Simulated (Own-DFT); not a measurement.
SiC (2H silicon carbide, atoms displaced), Si$_{3}$N$_{4}$ (beta silicon nitride, strained, atoms displaced), GaP (zincblende, strained, atoms displaced) (calculated)

All values are calculated (Own-DFT development build). A calculation, not a measurement: plane-wave PBE density functional theory by an unreviewed code, no spin, of a simulated periodic cell, stress positive in tension, free energy of the whole cell less one offset for each atom, forces on such cells passed a denser k mesh, this cell's mesh not checked; offsets are fitted by least squares, one for each functional and potential file, so energies compare only between cells with the same atoms and settings and are not formation energies; the far tail of each file's local potential was reset to the Coulomb form; each entry is a single point on an unrelaxed cell, so the pressure reflects the starting lattice, mostly measured values (interpolated for alloys), from which strain is counted, and rises with the displacements; printed positions are rounded, which can move forces by about a meV/angstrom; the program, named Own-DFT, is a retired in-house code; no spin-orbit coupling.

Settings shared by all entries: functional PBE; potential files PseudoDojo norm-conserving, scalar-relativistic, standard set; wave cutoff 42 hartree; occupations Fermi-Dirac; smearing width 0.1 eV.

```yaml
- entry: 1
  formula: SiC
  kind: "2H silicon carbide, atoms displaced"
  structure:
    cell_angstrom: [[9.2481, 0.0, 0.0], [-4.6241, 8.0091, 0.0], [0.0, 0.0, 10.0681]]
    atoms_fractional:
      - [Si, 0.0001, 0.99242, 0.00519]
      - [Si, 0.11492, 0.23101, 0.26504]
      - [C, 0.00423, 0.99146, 0.18588]
      - [C, 0.11157, 0.22236, 0.43045]
      - [Si, 0.02308, 0.00308, 0.49337]
      - [Si, 0.11935, 0.23306, 0.74861]
      - [C, 0.00836, 0.00345, 0.67545]
      - [C, 0.11608, 0.22644, 0.93284]
      - [Si, 0.99646, 0.32717, 0.99393]
      - [Si, 0.108, 0.54024, 0.25]
      - [C, 0.99243, 0.32967, 0.19916]
      - [C, 0.10882, 0.55697, 0.43388]
      - [Si, 0.99667, 0.32411, 0.50225]
      - [Si, 0.10631, 0.56004, 0.75619]
      - [C, 0.98964, 0.33563, 0.69436]
      - [C, 0.10948, 0.55466, 0.94668]
      - [Si, 0.98602, 0.65788, 0.99059]
      - [Si, 0.10624, 0.89388, 0.2509]
      - [C, 0.99417, 0.66866, 0.18087]
      - [C, 0.11038, 0.8832, 0.44282]
      - [Si, 0.9923, 0.66056, 0.50231]
      - [Si, 0.10673, 0.8882, 0.74521]
      - [C, 0.01092, 0.67476, 0.68116]
      - [C, 0.10866, 0.88155, 0.93722]
      - [Si, 0.32901, 0.9871, 0.99084]
      - [Si, 0.44607, 0.21594, 0.24757]
      - [C, 0.32242, 0.00079, 0.19198]
      - [C, 0.45721, 0.2343, 0.44088]
      - [Si, 0.33684, 0.00563, 0.49909]
      - [Si, 0.43343, 0.21776, 0.74391]
      - [C, 0.32624, 0.98947, 0.68353]
      - [C, 0.44815, 0.23142, 0.92653]
      - [Si, 0.33861, 0.32914, 0.00341]
      - [Si, 0.43022, 0.55145, 0.24586]
      - [C, 0.33143, 0.3284, 0.19028]
      - [C, 0.44439, 0.55785, 0.43404]
      - [Si, 0.3328, 0.32326, 0.49566]
      - [Si, 0.44228, 0.5486, 0.75426]
      - [C, 0.33112, 0.32747, 0.68886]
      - [C, 0.44049, 0.55426, 0.93647]
      - [Si, 0.34329, 0.67064, 0.00096]
      - [Si, 0.45348, 0.90391, 0.25481]
      - [C, 0.33015, 0.66855, 0.20134]
      - [C, 0.46159, 0.90824, 0.43775]
      - [Si, 0.33617, 0.6672, 0.50513]
      - [Si, 0.45024, 0.88561, 0.74361]
      - [C, 0.32897, 0.64132, 0.68386]
      - [C, 0.44682, 0.88397, 0.94447]
      - [Si, 0.66343, 0.00461, 0.99691]
      - [Si, 0.7659, 0.21308, 0.25259]
      - [C, 0.67795, 0.00333, 0.19302]
      - [C, 0.78088, 0.22658, 0.43502]
      - [Si, 0.67136, 0.99446, 0.49174]
      - [Si, 0.76905, 0.2012, 0.75998]
      - [C, 0.66485, 0.99587, 0.69302]
      - [C, 0.79596, 0.23828, 0.94038]
      - [Si, 0.66359, 0.32814, 0.00538]
      - [Si, 0.77178, 0.54177, 0.24385]
      - [C, 0.66365, 0.32574, 0.19139]
      - [C, 0.77619, 0.5588, 0.44497]
      - [Si, 0.67003, 0.33207, 0.48902]
      - [Si, 0.75761, 0.5471, 0.74192]
      - [C, 0.6658, 0.33101, 0.68651]
      - [C, 0.7831, 0.56322, 0.94362]
      - [Si, 0.65908, 0.66226, 0.99844]
      - [Si, 0.76309, 0.86902, 0.24097]
      - [C, 0.66088, 0.65894, 0.19784]
      - [C, 0.77901, 0.89251, 0.4283]
      - [Si, 0.67019, 0.67013, 0.50129]
      - [Si, 0.78654, 0.89528, 0.75047]
      - [C, 0.67116, 0.6706, 0.68298]
      - [C, 0.77365, 0.88132, 0.93812]
  settings:
    hardware: "one NVIDIA H100"
    k_mesh: "4 x 4 x 3 centred on Gamma"
  results:
    "free_energy_of_cell_above_offsets [eV]": "-3.048"
    "pressure [GPa]": 6.11
    "stress_xx [GPa]": -7.36
    "stress_yy [GPa]": -4.06
    "stress_zz [GPa]": -6.91
    "stress_yz [GPa]": -1.09
    "stress_xz [GPa]": -0.71
    "stress_xy [GPa]": 0.42
    force_element: [Si, Si, C, C, Si, Si, C, C, Si, Si, C, C, Si, Si, C, C, Si, Si, C, C, Si, Si, C, C, Si, Si, C, C, Si, Si, C, C, Si, Si, C, C, Si, Si, C, C, Si, Si, C, C, Si, Si, C, C, Si, Si, C, C, Si, Si, C, C, Si, Si, C, C, Si, Si, C, C, Si, Si, C, C, Si, Si, C, C]
    "force_x [eV/angstrom]": [-0.187, -0.463, -3.682, 1.082, -4.541, -1.607, -1.18, 0.244, 3.562, -2.353, 0.79, 0.682, -0.68, 0.905, 1.512, 0.59, 3.591, 1.802, 0.826, 1.795, 1.472, 0.593, -1.771, -0.327, -1.188, -1.839, 2.533, -1.289, 0.731, 2.722, 0.951, 1.142, -1.993, 2.286, 0.012, 0.221, -0.899, 1.068, -0.199, 0.911, -2.236, -0.682, 0.258, -1.882, -0.59, -1.791, -1.831, -0.428, 2.428, 2.587, -2.05, 0.376, 0.115, -0.945, 1.217, -4.407, 0.216, 0.324, -0.424, 0.48, 0.584, 3.448, -0.35, -3.824, 0.994, 2.045, -0.866, 1.974, -1.225, 0.382, -1.625, -0.096]
    "force_y [eV/angstrom]": [1.011, -1.933, 2.106, -0.45, -0.215, -1.586, 0.839, -1.301, 2.291, 3.461, -1.656, -0.637, 2.241, -0.896, -1.067, 0.395, 2.21, -3.216, -1.07, 0.239, 0.191, -0.104, -1.418, 0.41, 1.851, 0.875, -0.281, -2.71, -0.524, -0.4, 1.052, -2.135, 0.198, 0.28, 0.343, -0.852, 3.229, 0.169, 1.076, -0.628, -1.666, -2.022, 0.942, -2.27, -0.369, -1.753, 2.96, 1.087, 0.15, 1.467, -1.332, -1.458, 2.253, 4.374, -0.769, -3.905, 1.38, 3.091, -0.764, -1.06, 1.416, 0.619, -1.692, -3.309, 0.172, 3.351, -2.345, -0.809, 0.06, -1.048, 0.265, 1.597]
    "force_z [eV/angstrom]": [-1.323, -6.756, 0.656, 5.337, 0.104, -0.171, 2.008, 1.32, 2.92, 0.108, -2.408, 1.545, 0.339, -0.576, -0.835, -1.299, 2.826, 0.614, 1.006, -1.987, -1.108, 0.605, 1.875, -1.295, 1.53, 1.012, -1.404, -1.721, -0.192, -0.269, 0.98, 2.082, -0.438, 1.625, -0.211, 0.947, 0.695, -1.425, -1.491, 0.849, 1.703, -0.757, -2.661, 0.793, -2.393, 0.732, 1.723, -2.158, 1.388, 0.227, -2.271, 0.595, 1.56, -1.826, -1.62, -0.28, -1.753, 1.706, -1.043, -2.021, 3.244, 1.446, -0.239, -2.356, 1.116, 1.734, -2.958, 1.044, -1.689, -0.587, 1.352, 0.177]
    "wall_time [s]": 347.7
- entry: 2
  formula: Si3N4
  kind: "beta silicon nitride, strained, atoms displaced"
  structure:
    cell_angstrom:
      - [7.5961, 0.0289, 0.103]
      - [-3.773, 6.5638, -0.0868]
      - [0.1182, -0.0467, 8.5946]
    atoms_fractional:
      - [Si, 0.17484, 0.77473, 0.09041]
      - [Si, 0.24764, 0.4203, 0.0824]
      - [Si, 0.60919, 0.8405, 0.08324]
      - [Si, 0.80993, 0.21921, 0.25421]
      - [Si, 0.76676, 0.59329, 0.25637]
      - [Si, 0.40786, 0.17427, 0.24912]
      - ["N", 0.3441, 0.03105, 0.0869]
      - ["N", 0.96812, 0.29944, 0.08441]
      - ["N", 0.68577, 0.65495, 0.07877]
      - ["N", 0.65577, 0.96071, 0.24597]
      - ["N", 0.03636, 0.70288, 0.26344]
      - ["N", 0.30841, 0.33116, 0.24547]
      - ["N", 0.34838, 0.67811, 0.08614]
      - ["N", 0.65407, 0.32982, 0.25263]
      - [Si, 0.16537, 0.7648, 0.42284]
      - [Si, 0.24168, 0.40477, 0.4175]
      - [Si, 0.59233, 0.83066, 0.41396]
      - [Si, 0.82594, 0.21921, 0.58099]
      - [Si, 0.76875, 0.58223, 0.57714]
      - [Si, 0.40728, 0.17674, 0.57136]
      - ["N", 0.33882, 0.03766, 0.41539]
      - ["N", 0.96939, 0.31208, 0.41157]
      - ["N", 0.69894, 0.67846, 0.41272]
      - ["N", 0.65682, 0.97205, 0.58923]
      - ["N", 0.03947, 0.69509, 0.5866]
      - ["N", 0.30362, 0.34125, 0.58813]
      - ["N", 0.32329, 0.65911, 0.41318]
      - ["N", 0.66446, 0.33, 0.58628]
      - [Si, 0.16303, 0.75415, 0.7606]
      - [Si, 0.22628, 0.39592, 0.75351]
      - [Si, 0.59586, 0.83112, 0.74771]
      - [Si, 0.82696, 0.2356, 0.9157]
      - [Si, 0.76378, 0.59264, 0.92625]
      - [Si, 0.40394, 0.16513, 0.91352]
      - ["N", 0.34066, 0.03726, 0.7461]
      - ["N", 0.96584, 0.29595, 0.75057]
      - ["N", 0.70015, 0.67327, 0.75324]
      - ["N", 0.66942, 0.9607, 0.92286]
      - ["N", 0.03126, 0.70723, 0.92083]
      - ["N", 0.2895, 0.33223, 0.91557]
      - ["N", 0.34077, 0.66927, 0.74156]
      - ["N", 0.673, 0.34621, 0.91888]
  settings:
    k_mesh: "3 x 3 x 3 centred on Gamma"
  results:
    "free_energy_of_cell_above_offsets [eV]": "-2.727"
    "pressure [GPa]": 12.98
    "stress_xx [GPa]": -5.33
    "stress_yy [GPa]": -10.01
    "stress_zz [GPa]": -23.59
    "stress_yz [GPa]": -3.04
    "stress_xz [GPa]": 5.53
    "stress_xy [GPa]": 1.02
    force_element: [Si, Si, Si, Si, Si, Si, "N", "N", "N", "N", "N", "N", "N", "N", Si, Si, Si, Si, Si, Si, "N", "N", "N", "N", "N", "N", "N", "N", Si, Si, Si, Si, Si, Si, "N", "N", "N", "N", "N", "N", "N", "N"]
    "force_x [eV/angstrom]": [2.088, -2.266, -0.723, 1.121, 0.49, -1.017, -0.863, 0.345, -1.054, 0.646, -3.181, -0.891, -1.975, 2.97, 3.981, -2.385, -2.092, -0.963, -1.14, -0.043, -0.663, 0.9, 0.846, 0.768, -3.501, 2.023, 1.448, 1.086, 3.459, -1.423, 0.234, -0.538, 1.156, -0.184, -0.753, 0.633, 1.338, -0.038, -1.278, 3.404, -1.956, -0.009]
    "force_y [eV/angstrom]": [-1.139, -0.289, -5.289, 2.633, -0.494, -0.083, -0.445, 0.274, 2.107, 3.127, -0.895, 0.126, -0.337, 1.338, 1.598, 0.723, -2.145, 2.854, 2.52, 1.167, -3.269, -1.429, -0.407, -0.244, -1.138, -2.138, 1.913, -0.5, 2.632, 3.09, -2.487, -0.936, 1.143, 2.92, -2.348, 0.141, -0.474, 4.483, -0.666, -2.353, -1.345, -3.939]
    "force_z [eV/angstrom]": [-0.369, 1.397, -0.786, -1.478, -2.849, -0.125, -1.573, 0.573, 5.395, 3.165, -3.25, 0.472, -0.202, 0.332, -0.02, -0.732, 1.479, 0.307, 2.278, 4.491, -1.553, 0.891, 2.264, -2.624, 1.602, -2.472, 0.128, -0.701, -3.256, -0.145, 2.008, 1.905, -5.028, 0.732, -0.826, -1.327, -1.025, -3.245, 2.856, 0.395, 1.088, -0.169]
- entry: 3
  formula: GaP
  kind: "zincblende, strained, atoms displaced"
  structure:
    cell_angstrom: [[10.862, 0.0, 0.0], [0.0, 10.862, 0.0], [0.0, 0.0, 10.9439]]
    atoms_fractional:
      - [Ga, 0.0011, 0.9976, 0.00271]
      - [Ga, 0.99738, 0.2504, 0.24824]
      - [Ga, 0.2507, 0.99807, 0.24619]
      - [Ga, 0.25038, 0.25235, 0.00465]
      - [P, 0.12313, 0.12728, 0.12416]
      - [P, 0.12082, 0.37709, 0.3783]
      - [P, 0.37496, 0.1215, 0.37177]
      - [P, 0.37796, 0.37468, 0.1291]
      - [Ga, 0.99868, 0.00229, 0.49635]
      - [Ga, 0.0007, 0.24483, 0.74631]
      - [Ga, 0.25319, 0.00358, 0.74932]
      - [Ga, 0.25197, 0.2478, 0.49796]
      - [P, 0.12684, 0.12237, 0.62084]
      - [P, 0.12426, 0.37502, 0.87653]
      - [P, 0.37341, 0.12074, 0.87093]
      - [P, 0.37408, 0.37371, 0.62435]
      - [Ga, 0.00427, 0.50034, 0.99682]
      - [Ga, 0.00221, 0.74832, 0.25052]
      - [Ga, 0.24882, 0.50025, 0.25222]
      - [Ga, 0.25261, 0.74547, 0.00197]
      - [P, 0.12343, 0.62228, 0.12538]
      - [P, 0.1243, 0.87601, 0.37417]
      - [P, 0.38051, 0.62567, 0.3735]
      - [P, 0.37482, 0.87173, 0.12732]
      - [Ga, 0.00287, 0.50026, 0.49857]
      - [Ga, 0.99751, 0.7534, 0.74814]
      - [Ga, 0.25073, 0.50467, 0.75053]
      - [Ga, 0.25219, 0.74671, 0.49605]
      - [P, 0.12523, 0.62637, 0.62393]
      - [P, 0.12816, 0.87581, 0.87864]
      - [P, 0.36945, 0.62488, 0.87538]
      - [P, 0.37617, 0.87587, 0.62448]
      - [Ga, 0.50181, 0.00308, 0.99723]
      - [Ga, 0.50009, 0.25028, 0.25054]
      - [Ga, 0.75127, 0.99504, 0.25161]
      - [Ga, 0.75239, 0.24751, 0.00492]
      - [P, 0.62897, 0.12215, 0.12056]
      - [P, 0.6266, 0.3758, 0.37589]
      - [P, 0.86983, 0.12295, 0.36957]
      - [P, 0.87684, 0.37248, 0.12725]
      - [Ga, 0.49829, 0.99674, 0.50182]
      - [Ga, 0.49698, 0.25195, 0.75245]
      - [Ga, 0.75181, 0.99777, 0.75095]
      - [Ga, 0.74677, 0.25239, 0.50153]
      - [P, 0.62512, 0.13005, 0.62115]
      - [P, 0.6241, 0.37041, 0.87413]
      - [P, 0.87423, 0.12904, 0.87341]
      - [P, 0.87503, 0.37804, 0.62646]
      - [Ga, 0.50203, 0.49613, 0.99879]
      - [Ga, 0.50042, 0.74851, 0.25312]
      - [Ga, 0.75086, 0.5062, 0.25053]
      - [Ga, 0.75372, 0.7528, 0.0044]
      - [P, 0.62593, 0.62538, 0.12122]
      - [P, 0.62684, 0.87658, 0.37138]
      - [P, 0.86873, 0.62334, 0.36884]
      - [P, 0.87709, 0.87467, 0.1273]
      - [Ga, 0.50133, 0.50005, 0.50195]
      - [Ga, 0.49831, 0.74843, 0.75226]
      - [Ga, 0.75103, 0.49809, 0.75068]
      - [Ga, 0.75166, 0.74837, 0.49552]
      - [P, 0.62855, 0.62594, 0.62741]
      - [P, 0.62438, 0.87836, 0.87663]
      - [P, 0.87427, 0.62585, 0.87023]
      - [P, 0.87465, 0.87242, 0.62482]
  settings:
    k_mesh: "3 x 3 x 3 centred on Gamma"
  results:
    "free_energy_of_cell_above_offsets [eV]": "-35.183"
    "pressure [GPa]": 3.11
    "stress_xx [GPa]": -3.29
    "stress_yy [GPa]": -3.29
    "stress_zz [GPa]": -2.74
    "stress_yz [GPa]": -0.3
    "stress_xz [GPa]": 0.04
    "stress_xy [GPa]": -0.35
    force_element: [Ga, Ga, Ga, Ga, P, P, P, P, Ga, Ga, Ga, Ga, P, P, P, P, Ga, Ga, Ga, Ga, P, P, P, P, Ga, Ga, Ga, Ga, P, P, P, P, Ga, Ga, Ga, Ga, P, P, P, P, Ga, Ga, Ga, Ga, P, P, P, P, Ga, Ga, Ga, Ga, P, P, P, P, Ga, Ga, Ga, Ga, P, P, P, P]
    "force_x [eV/angstrom]": [-0.188, 0.278, -0.342, 0.145, 0.236, 0.611, 0.084, -0.3, -0.264, 0.137, -0.627, -0.123, -0.099, 0.403, 0.188, -0.104, -0.804, -0.175, 0.099, -0.456, 0.297, 0.191, -0.525, 0.413, -0.778, 0.618, -0.425, -0.088, -0.052, -0.091, 1.02, -0.306, -0.427, 0.527, -0.183, -0.005, -0.452, -0.174, 0.386, -0.298, 0.467, 0.118, -0.295, 0.642, -0.315, 0.415, 0.261, 0.298, -0.208, 0.416, -0.64, -0.208, -0.218, -0.409, 1.399, 0.183, 0.147, 0.23, -0.291, -0.271, -0.354, 0.191, 0.145, -0.048]
    "force_y [eV/angstrom]": [0.445, -0.198, 0.168, -0.18, -0.247, -0.659, 0.101, 0.209, -0.247, 0.542, -0.761, 0.166, 0.135, -0.283, 0.992, 0.335, -0.048, 0.039, -0.078, 0.448, 0.161, -0.21, -0.489, 0.229, 0.436, -0.145, -0.74, 0.416, 0.165, -0.176, -0.213, -0.505, -0.36, -0.383, 0.349, 0.401, 0.054, 0.236, 0.557, 0.911, 0.489, -0.407, 0.486, 0.04, -0.775, 0.274, -0.757, -0.441, 0.261, 0.223, -1.165, -0.142, 0.037, -0.391, 0.468, -0.058, -0.037, 0.217, 0.016, 0.202, -0.028, -0.629, 0.034, 0.506]
    "force_z [eV/angstrom]": [-0.455, 0.463, 0.07, -0.496, 0.242, -0.542, 0.16, -0.26, 0.102, 0.098, -0.266, -0.138, 0.157, -0.597, 0.876, 0.114, 0.142, 0.044, 0.031, 0.223, 0.039, 0.02, 0.293, -0.474, 0.298, 0.319, -0.279, 0.225, -0.026, -0.441, 0.155, 0.145, 0.316, 0.04, -0.662, -0.494, 0.873, -0.332, 0.72, -0.415, -0.317, -0.438, -0.296, -0.295, 0.706, 0.326, 0.263, -0.366, -0.103, -0.614, -0.77, -0.68, 0.244, 0.677, 0.952, 0.021, 0.112, -0.028, 0.127, 0.295, -0.199, -0.112, 0.732, -0.526]
```
